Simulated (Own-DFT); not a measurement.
Simulation results for GaP (zincblende, strongly disordered by large displacements), InAs (zincblende, strongly disordered by large displacements)

A calculation, not a measurement: plane-wave PBE density functional theory by an unreviewed code, no spin, of a simulated periodic cell, stress positive in tension, free energy of the whole cell less one offset for each atom, forces on such cells passed a denser k mesh, this cell's mesh not checked; broken bonds can close the gap or carry spin, so checks made on this kind of crystal may not hold here; offsets are fitted by least squares, one for each functional and potential file, so energies compare only between cells with the same atoms and settings and are not formation energies; the far tail of each file's local potential was reset to the Coulomb form; each entry is a single point on an unrelaxed cell, so the pressure reflects the starting lattice, mostly measured values (interpolated for alloys), from which strain is counted, and rises with the displacements; printed positions are rounded, which can move forces by about a meV/angstrom; the program, named Own-DFT, is a retired in-house code; no spin-orbit coupling. Program: Own-DFT development build.

Common to all runs: functional PBE; potential files PseudoDojo norm-conserving, scalar-relativistic, standard set; wave cutoff 42 hartree; occupations Fermi-Dirac; smearing width 0.1 eV; k mesh 3 x 3 x 3 centred on Gamma.

(1) 
```cif
# cell vector a (Å): 10.9010 0.0000 0.0000
# cell vector b (Å): 0.0000 10.9010 0.0000
# cell vector c (Å): 0.0000 0.0000 10.9010
data_GaP
_symmetry_space_group_name_H-M 'P 1'
_symmetry_Int_Tables_number 1
_cell_length_a 10.9010
_cell_length_b 10.9010
_cell_length_c 10.9010
_cell_angle_alpha 90.000
_cell_angle_beta 90.000
_cell_angle_gamma 90.000
_cell_volume 1295.39
loop_
_atom_site_label
_atom_site_type_symbol
_atom_site_fract_x
_atom_site_fract_y
_atom_site_fract_z
_atom_site_occupancy
Ga1 Ga 0.99442 0.97758 0.99620 1
Ga2 Ga 0.97958 0.19147 0.25798 1
Ga3 Ga 0.27392 0.00207 0.28220 1
Ga4 Ga 0.24314 0.27642 0.04315 1
P1 P 0.15261 0.12166 0.12221 1
P2 P 0.13242 0.39428 0.33423 1
P3 P 0.38657 0.11959 0.34072 1
P4 P 0.35074 0.38313 0.12599 1
Ga5 Ga 0.00135 0.03218 0.47893 1
Ga6 Ga 0.01871 0.27427 0.74076 1
Ga7 Ga 0.27819 0.96888 0.77771 1
Ga8 Ga 0.29415 0.21164 0.48987 1
P5 P 0.09433 0.10462 0.60514 1
P6 P 0.12552 0.30640 0.92044 1
P7 P 0.37680 0.15216 0.83298 1
P8 P 0.30917 0.37388 0.60924 1
Ga9 Ga 0.97780 0.49160 0.96119 1
Ga10 Ga 0.96263 0.73767 0.30664 1
Ga11 Ga 0.24231 0.48226 0.23271 1
Ga12 Ga 0.24736 0.73638 0.01708 1
P9 P 0.11315 0.62366 0.12927 1
P10 P 0.14645 0.88162 0.36065 1
P11 P 0.29619 0.61814 0.41518 1
P12 P 0.36950 0.81672 0.10330 1
Ga13 Ga 0.01544 0.50226 0.43401 1
Ga14 Ga 0.99660 0.70760 0.73871 1
Ga15 Ga 0.24367 0.47190 0.73544 1
Ga16 Ga 0.22417 0.75116 0.49849 1
P13 P 0.14000 0.62885 0.63537 1
P14 P 0.12876 0.89908 0.82892 1
P15 P 0.41694 0.64178 0.86945 1
P16 P 0.42479 0.90603 0.65246 1
Ga17 Ga 0.51501 0.00495 0.97775 1
Ga18 Ga 0.50494 0.23581 0.22138 1
Ga19 Ga 0.73402 0.03087 0.28684 1
Ga20 Ga 0.74867 0.23939 0.98270 1
P17 P 0.63163 0.18962 0.11349 1
P18 P 0.64800 0.36091 0.36853 1
P19 P 0.85900 0.11448 0.38342 1
P20 P 0.91948 0.40158 0.10779 1
Ga21 Ga 0.47972 0.98548 0.50637 1
Ga22 Ga 0.52186 0.23579 0.79809 1
Ga23 Ga 0.71675 0.01467 0.78272 1
Ga24 Ga 0.72827 0.28584 0.49837 1
P21 P 0.63079 0.11467 0.62300 1
P22 P 0.65124 0.34441 0.83392 1
P23 P 0.87788 0.13197 0.94283 1
P24 P 0.88014 0.41884 0.57797 1
Ga25 Ga 0.47983 0.49091 0.94865 1
Ga26 Ga 0.47106 0.68890 0.26220 1
Ga27 Ga 0.76946 0.52511 0.26284 1
Ga28 Ga 0.74164 0.72457 0.99406 1
P25 P 0.64428 0.60373 0.11662 1
P26 P 0.61450 0.84769 0.37963 1
P27 P 0.82858 0.65622 0.37619 1
P28 P 0.88383 0.92238 0.11681 1
Ga29 Ga 0.55249 0.54542 0.48907 1
Ga30 Ga 0.44004 0.73402 0.65370 1
Ga31 Ga 0.71889 0.56468 0.75108 1
Ga32 Ga 0.77637 0.75406 0.50858 1
P29 P 0.64436 0.67103 0.60875 1
P30 P 0.62055 0.87744 0.90996 1
P31 P 0.91640 0.63213 0.88179 1
P32 P 0.88666 0.89353 0.68179 1
_calc_hardware 'one NVIDIA H100'
_calc_free_energy_of_cell_above_offsets '44.625'  # eV
_calc_pressure 20.31  # GPa
_calc_stress_xx -21.89  # GPa
_calc_stress_yy -19.6  # GPa
_calc_stress_zz -19.45  # GPa
_calc_stress_yz -0.15  # GPa
_calc_stress_xz 3.44  # GPa
_calc_stress_xy -3.63  # GPa
_calc_wall_time 566.8  # s
```

Force:
| element | x (eV/Å) | y (eV/Å) | z (eV/Å) |
| --- | --- | --- | --- |
| Ga | 7.834 | 2.063 | -5.659 |
| Ga | 3.731 | 2.882 | -3.808 |
| Ga | -4.801 | -4.827 | -6.34 |
| Ga | 1.594 | -5.909 | 0.618 |
| P | -1.877 | -3.203 | 1.958 |
| P | -4.195 | -7.979 | 3.912 |
| P | 6.492 | 4.109 | 3.625 |
| P | 11.12 | 2.788 | 0.461 |
| Ga | -1.775 | -6.035 | -4.004 |
| Ga | -0.859 | -0.621 | -1.206 |
| Ga | 6.063 | 4.201 | -2.145 |
| Ga | -2.9 | 0.622 | 1.781 |
| P | 6.53 | 4.524 | 6.531 |
| P | -6.915 | 3.627 | -7.726 |
| P | -7.976 | -4.611 | 3.85 |
| P | 4.645 | -4.228 | -5.925 |
| Ga | 5.811 | -4.998 | 0.819 |
| Ga | 8.992 | 5.699 | -6.433 |
| Ga | 1.557 | 7.974 | -1.693 |
| Ga | -7.223 | -4.072 | -6.036 |
| P | -1.047 | -0.192 | -0.046 |
| P | -4.072 | -0.929 | 1.853 |
| P | 6.718 | -7.665 | -5.236 |
| P | 8.131 | 6.82 | 6.373 |
| Ga | -2.116 | 1.941 | 2.887 |
| Ga | 0.904 | 4.82 | -3.244 |
| Ga | -2.803 | 4.352 | 7.017 |
| Ga | -2.63 | 7.324 | 3.912 |
| P | -0.196 | -1.623 | -0.987 |
| P | -7.689 | -4.426 | 4.141 |
| P | -3.022 | 4.379 | -3.393 |
| P | -3.373 | 4.716 | 5.812 |
| Ga | -4.369 | 4.566 | 3.164 |
| Ga | -5.581 | 4.403 | 4.82 |
| Ga | -5.259 | -4.325 | -5.137 |
| Ga | -2.107 | 7.041 | -0.339 |
| P | 2.69 | -5.853 | -0.932 |
| P | -6.181 | 5.642 | -8.039 |
| P | -0.019 | 3.987 | 4.4 |
| P | -3.397 | -3.554 | 6.036 |
| Ga | 4.19 | 3.713 | -7.039 |
| Ga | 1.272 | -1.335 | -5.17 |
| Ga | 1.975 | -0.671 | 0.263 |
| Ga | 5.519 | -5.432 | 8.629 |
| P | -0.525 | 1.391 | -1.198 |
| P | 5.522 | 7.83 | 1.546 |
| P | 5.523 | -3.982 | -4.983 |
| P | -0.026 | -0.381 | 2.007 |
| Ga | 2.899 | -4.902 | 3.173 |
| Ga | 0.383 | 0.742 | -0.182 |
| Ga | -1.264 | -5.404 | -4.198 |
| Ga | 1.659 | 1.982 | -0.237 |
| P | -2.625 | -1.424 | 0.758 |
| P | -0.262 | 1.451 | -0.463 |
| P | -1.233 | -6.107 | 0.149 |
| P | -6.467 | -4.701 | 7.295 |
| Ga | -1.926 | -2.356 | -2.521 |
| Ga | 0.77 | -9.394 | 1.042 |
| Ga | 1.99 | -2.84 | 2.573 |
| Ga | 0.278 | 8.75 | 5.5 |
| P | -4.089 | 0.266 | 2.301 |
| P | 3.224 | -4.48 | -3.216 |
| P | -6.865 | 4.713 | 0.268 |
| P | -0.355 | -0.858 | -1.938 |

(2) 
```cif
# cell vector a (Å): 12.1166 0.0000 0.0000
# cell vector b (Å): 0.0000 12.1166 0.0000
# cell vector c (Å): 0.0000 0.0000 12.1166
data_InAs
_symmetry_space_group_name_H-M 'P 1'
_symmetry_Int_Tables_number 1
_cell_length_a 12.1166
_cell_length_b 12.1166
_cell_length_c 12.1166
_cell_angle_alpha 90.000
_cell_angle_beta 90.000
_cell_angle_gamma 90.000
_cell_volume 1778.86
loop_
_atom_site_label
_atom_site_type_symbol
_atom_site_fract_x
_atom_site_fract_y
_atom_site_fract_z
_atom_site_occupancy
In1 In 0.03036 0.98085 0.00779 1
In2 In 0.01387 0.25475 0.30284 1
In3 In 0.22281 0.99267 0.28707 1
In4 In 0.18944 0.21779 0.95792 1
As1 As 0.15043 0.09664 0.15347 1
As2 As 0.11190 0.39042 0.36359 1
As3 As 0.36860 0.16619 0.37537 1
As4 As 0.37662 0.36644 0.14856 1
In5 In 0.99294 0.00309 0.48850 1
In6 In 0.04047 0.24806 0.76355 1
In7 In 0.23952 0.98004 0.74990 1
In8 In 0.24581 0.27611 0.44278 1
As5 As 0.12941 0.10647 0.64207 1
As6 As 0.07447 0.37804 0.87665 1
As7 As 0.39906 0.18598 0.87228 1
As8 As 0.39811 0.35505 0.62251 1
In9 In 0.09199 0.48671 0.01661 1
In10 In 0.97926 0.73858 0.23277 1
In11 In 0.24323 0.47484 0.21848 1
In12 In 0.19667 0.77583 0.99960 1
As9 As 0.13815 0.65267 0.11412 1
As10 As 0.12799 0.87479 0.39781 1
As11 As 0.38262 0.58223 0.34679 1
As12 As 0.42911 0.89804 0.14552 1
In13 In 0.97602 0.47765 0.47596 1
In14 In 0.00596 0.72586 0.80245 1
In15 In 0.23720 0.49979 0.75850 1
In16 In 0.24035 0.77626 0.51519 1
As13 As 0.15886 0.63904 0.64203 1
As14 As 0.09842 0.88734 0.87240 1
As15 As 0.33651 0.62177 0.89953 1
As16 As 0.34137 0.91016 0.62165 1
In17 In 0.52554 0.99081 0.99634 1
In18 In 0.51977 0.22445 0.21584 1
In19 In 0.71984 0.01503 0.21612 1
In20 In 0.77120 0.25028 0.02921 1
As17 As 0.64949 0.14710 0.12151 1
As18 As 0.58089 0.35607 0.40099 1
As19 As 0.87880 0.14856 0.34285 1
As20 As 0.86691 0.36285 0.12858 1
In21 In 0.51728 0.92894 0.50139 1
In22 In 0.52021 0.26573 0.75647 1
In23 In 0.74263 0.99032 0.74520 1
In24 In 0.73878 0.24445 0.52870 1
As21 As 0.63900 0.12436 0.61430 1
As22 As 0.62882 0.39900 0.85541 1
As23 As 0.88810 0.07284 0.84476 1
As24 As 0.84543 0.39865 0.58261 1
In25 In 0.47689 0.48697 0.99838 1
In26 In 0.46642 0.77406 0.26776 1
In27 In 0.79515 0.44458 0.26722 1
In28 In 0.79583 0.69247 0.01975 1
As25 As 0.62017 0.56617 0.07314 1
As26 As 0.63345 0.85303 0.38983 1
As27 As 0.88025 0.60184 0.39164 1
As28 As 0.91180 0.84761 0.05503 1
In29 In 0.51207 0.51835 0.50010 1
In30 In 0.55172 0.78454 0.71256 1
In31 In 0.69293 0.53036 0.75372 1
In32 In 0.72682 0.72612 0.49230 1
As29 As 0.63936 0.62065 0.60603 1
As30 As 0.60770 0.86103 0.90655 1
As31 As 0.86882 0.62342 0.87275 1
As32 As 0.86741 0.89622 0.60167 1
_calc_hardware 'one NVIDIA H200'
_calc_free_energy_of_cell_above_offsets '38.687'  # eV
_calc_pressure 16.91  # GPa
_calc_stress_xx -14.74  # GPa
_calc_stress_yy -18.82  # GPa
_calc_stress_zz -17.17  # GPa
_calc_stress_yz 1.07  # GPa
_calc_stress_xz 2.68  # GPa
_calc_stress_xy -0.67  # GPa
_calc_wall_time 1262  # s
```

Force:
| element | x (eV/Å) | y (eV/Å) | z (eV/Å) |
| --- | --- | --- | --- |
| In | -0.491 | 8.555 | 4.487 |
| In | 1.299 | -1.757 | -5.18 |
| In | 5.198 | 0.228 | 0.948 |
| In | 2.034 | -1.113 | 1.197 |
| As | -2.637 | 3.766 | -4.205 |
| As | 3.378 | 5.832 | 0.373 |
| As | 4.841 | -5.645 | -2.731 |
| As | 2.734 | -2.85 | -2.874 |
| In | -0.213 | 2.127 | -0.317 |
| In | -3.451 | -5.795 | -5.405 |
| In | -1.715 | 2.701 | 5.676 |
| In | -1.638 | 2.006 | 5.035 |
| As | -0.684 | 1.78 | -2.676 |
| As | 0.51 | 2.508 | -0.904 |
| As | -3.474 | -3.764 | 3.803 |
| As | -2.253 | 2.007 | -1.47 |
| In | -0.627 | 2.349 | 4.282 |
| In | -0.096 | 0.189 | 1.257 |
| In | -2.682 | 2.972 | 1.162 |
| In | 5.289 | 2.793 | -2.95 |
| As | -1.649 | -3.725 | 6.256 |
| As | -4.081 | -1.891 | -1.243 |
| As | -0.195 | 2.196 | 0.317 |
| As | -3.638 | 3.718 | -2.971 |
| In | 5.617 | -1.52 | 3.384 |
| In | 2.279 | 0.772 | -4.101 |
| In | 1.753 | -2.073 | 0.309 |
| In | 1.888 | -3.322 | 0.261 |
| As | -2.959 | 0.267 | -0.52 |
| As | 3.062 | -1.194 | -6.349 |
| As | 0.434 | 0.576 | -0.1 |
| As | 5.899 | -1.89 | -3.798 |
| In | -3.162 | 6.633 | 1.581 |
| In | -5.581 | 3.474 | 4.756 |
| In | 4.198 | -6.64 | 4.547 |
| In | 0.08 | -1.588 | -7.597 |
| As | -2.127 | -0.521 | -5.656 |
| As | 2.093 | -1.583 | -1.532 |
| As | -5.843 | -5.333 | 2.734 |
| As | 8.019 | 1.468 | -2.107 |
| In | -4.225 | 4.405 | 4.813 |
| In | 2.664 | -0.526 | -3.552 |
| In | -2.193 | -1.188 | -0.471 |
| In | 2.743 | 2.78 | -4.707 |
| As | -4.907 | -4.907 | 3.35 |
| As | -0.963 | -4.288 | 5.697 |
| As | 2.162 | 2.897 | 2.559 |
| As | -1.398 | -0.187 | 4.376 |
| In | -5.085 | -2.163 | -2.66 |
| In | 1.177 | -5.549 | 4.022 |
| In | -4.946 | 3.409 | 5.628 |
| In | -5.228 | 1.014 | 4.834 |
| As | 5.921 | 3.411 | 3.937 |
| As | 2.493 | 0.345 | -7.223 |
| As | -3.777 | 6.162 | -4.452 |
| As | -3.12 | -1.627 | 3.373 |
| In | -2.823 | -1.254 | -0.19 |
| In | -1.481 | 0.999 | 0.651 |
| In | 5.305 | 1.586 | 0.888 |
| In | 6.894 | 2.206 | -2.014 |
| As | -3.446 | -0.188 | 1.327 |
| As | 4.267 | -5.256 | -4.033 |
| As | -0.547 | -5.939 | -4.697 |
| As | -0.899 | -2.856 | 0.863 |

(3) 
```cif
# cell vector a (Å): 10.9010 0.0000 0.0000
# cell vector b (Å): 0.0000 10.9010 0.0000
# cell vector c (Å): 0.0000 0.0000 10.9010
data_GaP
_symmetry_space_group_name_H-M 'P 1'
_symmetry_Int_Tables_number 1
_cell_length_a 10.9010
_cell_length_b 10.9010
_cell_length_c 10.9010
_cell_angle_alpha 90.000
_cell_angle_beta 90.000
_cell_angle_gamma 90.000
_cell_volume 1295.39
loop_
_atom_site_label
_atom_site_type_symbol
_atom_site_fract_x
_atom_site_fract_y
_atom_site_fract_z
_atom_site_occupancy
Ga1 Ga 0.00764 0.01702 0.99134 1
Ga2 Ga 0.97523 0.21837 0.24886 1
Ga3 Ga 0.24815 0.00803 0.24633 1
Ga4 Ga 0.25199 0.28436 0.99109 1
P1 P 0.12057 0.10864 0.12433 1
P2 P 0.12159 0.38681 0.39194 1
P3 P 0.35434 0.16231 0.34656 1
P4 P 0.36577 0.36810 0.14019 1
Ga5 Ga 0.04099 0.00548 0.48406 1
Ga6 Ga 0.99260 0.25508 0.75315 1
Ga7 Ga 0.25915 0.00677 0.74522 1
Ga8 Ga 0.22909 0.27863 0.48802 1
P5 P 0.09429 0.11853 0.60949 1
P6 P 0.14445 0.38179 0.88418 1
P7 P 0.37179 0.11515 0.86742 1
P8 P 0.35843 0.36374 0.62022 1
Ga9 Ga 0.00960 0.47630 0.95688 1
Ga10 Ga 0.97875 0.76267 0.26750 1
Ga11 Ga 0.25389 0.49057 0.25320 1
Ga12 Ga 0.25748 0.76223 0.03879 1
P9 P 0.13249 0.62140 0.14852 1
P10 P 0.12416 0.86632 0.36745 1
P11 P 0.37874 0.62444 0.38823 1
P12 P 0.37736 0.88024 0.11939 1
Ga13 Ga 0.02174 0.51781 0.46218 1
Ga14 Ga 0.98360 0.78660 0.77264 1
Ga15 Ga 0.28634 0.51949 0.75736 1
Ga16 Ga 0.27602 0.74088 0.48661 1
P13 P 0.10195 0.65093 0.62073 1
P14 P 0.11506 0.86872 0.87427 1
P15 P 0.39085 0.61214 0.87130 1
P16 P 0.38777 0.92130 0.61738 1
Ga17 Ga 0.52044 0.01940 0.02205 1
Ga18 Ga 0.49351 0.27619 0.22807 1
Ga19 Ga 0.73106 0.02339 0.26099 1
Ga20 Ga 0.75532 0.22669 0.98400 1
P17 P 0.63598 0.11547 0.12160 1
P18 P 0.62045 0.36999 0.38125 1
P19 P 0.85212 0.10022 0.37020 1
P20 P 0.89604 0.38849 0.10949 1
Ga21 Ga 0.50927 0.01676 0.49186 1
Ga22 Ga 0.50492 0.25098 0.75463 1
Ga23 Ga 0.74476 0.98582 0.76267 1
Ga24 Ga 0.72123 0.25956 0.52175 1
P21 P 0.63604 0.15565 0.65334 1
P22 P 0.63014 0.38602 0.84308 1
P23 P 0.89573 0.12622 0.88020 1
P24 P 0.88294 0.35828 0.62635 1
Ga25 Ga 0.49494 0.48816 0.98902 1
Ga26 Ga 0.51945 0.73018 0.23435 1
Ga27 Ga 0.72936 0.49296 0.25942 1
Ga28 Ga 0.78822 0.74030 0.01090 1
P25 P 0.60006 0.61056 0.12060 1
P26 P 0.60907 0.88749 0.36783 1
P27 P 0.84177 0.62406 0.35234 1
P28 P 0.86297 0.84339 0.15230 1
Ga29 Ga 0.46815 0.45464 0.47240 1
Ga30 Ga 0.49665 0.72808 0.73705 1
Ga31 Ga 0.72602 0.51195 0.72990 1
Ga32 Ga 0.76188 0.76078 0.47469 1
P29 P 0.62154 0.64349 0.60566 1
P30 P 0.63458 0.90284 0.91210 1
P31 P 0.87385 0.64551 0.88537 1
P32 P 0.86953 0.90380 0.66172 1
_calc_hardware 'one NVIDIA H100'
_calc_stress_zz ?
```

To be estimated
1. What stress zz does the calculation give for GaP (zincblende, strongly disordered by large displacements) (entry 3)?

Calculated values
1. -12.78 GPa

Further results for GaP (zincblende, strongly disordered by large displacements) (entry 3):

* free energy of cell above offsets: 1.972 eV
* pressure: 11.92 GPa
* stress xx: -12.19 GPa
* stress yy: -10.78 GPa
* stress yz: -3.19 GPa
* stress xz: -1.66 GPa
* stress xy: 2.04 GPa
* wall time: 550.3 s

Force:
| element | x (eV/Å) | y (eV/Å) | z (eV/Å) |
| --- | --- | --- | --- |
| Ga | 0.515 | -3.465 | 1.018 |
| Ga | 0.698 | 1.567 | -0.984 |
| Ga | 0.417 | -1.173 | 0.199 |
| Ga | 2.935 | -5.956 | 3.176 |
| P | 0.565 | 2.733 | 0.322 |
| P | -0.738 | -1.75 | -7.231 |
| P | 0.975 | -1.295 | 1.824 |
| P | -2.213 | 3.357 | -4.745 |
| Ga | -4.101 | -3.556 | -3.485 |
| Ga | 1.652 | -0.766 | 0.42 |
| Ga | -3.272 | -0.706 | -0.419 |
| Ga | 2.461 | -5.301 | 3.186 |
| P | 4.137 | 5.289 | 5.343 |
| P | 0.668 | 0.139 | -7.603 |
| P | 1.451 | 2.844 | 2.687 |
| P | 0.986 | 0.184 | 1.887 |
| Ga | -4.553 | 5.122 | 3.624 |
| Ga | 3.654 | -3.255 | 1.514 |
| Ga | -0.863 | 1.601 | 1.505 |
| Ga | -3.447 | -3.034 | -2.89 |
| P | -1.015 | 0.585 | -1.424 |
| P | 2.037 | -0.366 | 0.238 |
| P | 3.07 | -3.068 | -4.079 |
| P | 3.367 | 2.566 | 2.634 |
| Ga | -4.81 | 4.874 | 4.09 |
| Ga | -1.633 | -3.517 | -2.44 |
| Ga | -5.322 | -3.219 | -4.741 |
| Ga | -4.098 | 4.064 | 3.954 |
| P | 1.567 | -0.37 | 0.12 |
| P | 4.991 | 2.552 | 3.025 |
| P | 1.252 | 4.885 | 3.792 |
| P | -0.477 | -4.215 | 0.08 |
| Ga | -6.043 | -2.858 | -3.202 |
| Ga | 5.075 | -4.523 | 3.065 |
| Ga | -1.673 | -5.017 | -2.057 |
| Ga | -0.011 | 2.699 | 0.726 |
| P | 1.18 | 6.395 | 1.747 |
| P | 0.424 | -1.06 | -1.47 |
| P | 4.271 | 3.38 | 4.981 |
| P | -2.162 | -1.757 | 1.529 |
| Ga | -0.075 | 2.426 | -0.04 |
| Ga | -3.635 | 0.741 | 0.672 |
| Ga | -3.469 | 3.757 | 2.76 |
| Ga | 3.444 | 0.588 | -2.098 |
| P | -0.216 | -5.544 | -0.456 |
| P | -0.934 | -1.787 | 4.26 |
| P | -2.084 | 0.138 | -2.029 |
| P | -1.377 | 3.401 | -1.779 |
| Ga | 0.766 | -1.49 | 0.663 |
| Ga | -3.522 | 3.924 | 3.482 |
| Ga | -0.062 | -0.614 | -3.146 |
| Ga | -5.452 | 2.126 | 2.501 |
| P | 4.023 | -2.67 | -2.615 |
| P | 0.922 | -1.331 | -0.5 |
| P | 3.456 | -0.265 | 1.695 |
| P | -2.14 | 6.193 | -1.911 |
| Ga | -0.436 | 2.382 | 1.651 |
| Ga | 0.157 | 2.83 | 0.483 |
| Ga | 2.992 | 1.489 | -1.191 |
| Ga | -1.371 | 1.749 | 2.679 |
| P | 0.551 | -1.068 | -1.421 |
| P | 0.825 | -3.608 | -1.568 |
| P | 2.714 | -5.553 | -5.233 |
| P | 3.004 | -2.423 | -6.78 |
